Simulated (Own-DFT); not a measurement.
# Biaxial strain at fixed height in wurtzite AlN, 72 atoms (Al36N36)

The numbers are computed, not measured, by runs of the plane-wave DFT program Own-DFT (in-house, retired, unreviewed) at fixed positions, with no spin and no spin-orbit coupling.

Method: PBE; PseudoDojo norm-conserving scalar-relativistic files; cutoff 42 hartree; 3 x 3 x 2 k mesh centred on Gamma; Fermi-Dirac smearing of 0.1 eV.

Keep in mind: forces on such cells moved up to 12 meV/angstrom on a denser k mesh; stress not checked against mesh or cutoff.

Unstrained cell vectors in Å: (9.336, 0.000, 0.000); (-4.668, 8.085, 0.000); (0.000, 0.000, 9.964). The unstrained cell has measured lattice constants (interpolated for alloys), not those of this functional. That, the random moves and any unrelaxed bonds set the pressure at no strain. Each run strains x and y alike by e, as a substrate would, and holds the height along z. Each atom got a random Gaussian move of width 0.05 Å along each axis. Stress is positive in tension.

```
e (%)  u (Å)  (s_xx + s_yy)/2 (GPa)  s_zz (GPa)
-2.75  0.053                 -25.97       -8.45
-2.50  0.050                 -21.01      -11.11
-2.25  0.052                 -19.83      -10.78
-1.75  0.052                 -17.21       -7.88
-1.00  0.049                      ?           ?
-0.50  0.052                  -8.91       -5.28
 0.75  0.050                  -1.97       -2.44
 1.50  0.051                   2.11       -3.72
 2.25  0.050                   5.59       -2.72
 3.00  0.050                   9.40       -1.70
```

## Fit

With e as a fraction, the in-plane stress is -5.9 + 586 e - 2838 e² GPa (errors 16 and 1139, scatter 0.98), and s_zz is -5.6 + 155 e GPa (slope ± 23, scatter 1.42). At e = 0 the first slope is C11 + C12 and the second 2 C13, both with the ions held to the strained lattice and at the cell's own pressure. A free layer would change its height as e changes, and the in-plane slope would drop by 2 C13²/C33 to the biaxial modulus. At fixed height, a misfit of 1 % moves the in-plane stress by about 5.9 GPa and s_zz by 1.5 GPa.

## Test on the hidden row

The question: what are the two stresses at e = -1.00 %?

From the fit: -12.1 and -7.2 GPa. The calculation gave -10.90 and -8.37 GPa.
